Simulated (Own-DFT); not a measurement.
# Point defects and the pressure they add: C11b WSi2

No measurement is shown. These are fixed-geometry runs of a retired plane-wave code named Own-DFT, which no person has reviewed; spin and spin-orbit coupling are neglected.

Common settings: PBE; PseudoDojo norm-conserving scalar-relativistic files; cutoff 50 hartree; 5 x 5 x 5 k mesh centred on Gamma; cold (Marzari-Vanderbilt) smearing of 0.2 eV.

Caveats: forces on such cells failed a check on a denser k mesh; stress not checked against mesh or cutoff.

All runs share one cell, with vectors in Å (-2.148, -5.953, 3.409); (-6.444, 2.976, 1.136); (-2.553, -2.948, -6.757) and a volume of 403.2 Å³. The atoms are randomly displaced, by u rms on each axis. The defect's site can differ from row to row.

```
cell,formula,u (Å),P (GPa)
no defect,Si20W10,0.0183,4.42
no defect,Si20W10,0.0202,4.48
no defect,Si20W10,0.0510,6.44
one Si on a W site,Si21W9,0.0320,6.14
one Si on a W site,Si21W9,0.0458,7.01
one Si on a W site,Si21W9,0.0469,6.84
one W on a Si site,Si19W11,0.0248,9.82
one W on a Si site,Si19W11,0.0314,9.78
one W on a Si site,Si19W11,0.0465,10.83
one Si vacancy,Si19W10,0.0290,?
one Si vacancy,Si19W10,0.0307,3.10
one Si vacancy,Si19W10,0.0454,4.18
one Si vacancy,Si19W10,0.0529,4.60
```

## Working it out

P = P0 + c u² + a shift for each defect gives P0 = 4.20 GPa, c = 817 ± 55 GPa/Å² and a scatter of 0.15 GPa. The shifts, and each times the cell's volume:

- one W on a Si site: 4.91 ± 0.12 GPa, 12.4 eV
- one Si on a W site: 1.01 ± 0.13 GPa, 2.5 eV
- one Si vacancy: -1.82 ± 0.13 GPa, -4.6 eV

Positive is outwards. The product with the volume (160.2 GPa Å³ to the eV) is nearly free of the cell's size; divided by the bulk modulus at the cell's pressure it gives the volume that the defect adds. The atoms around the defects weren't relaxed, which would change these numbers.

## Withheld run

Q: what pressure belongs in the blank (one Si vacancy, u = 0.0290 Å)?

The fitted form gives 3.07 ± 0.18 GPa. Computed: 3.33 GPa.
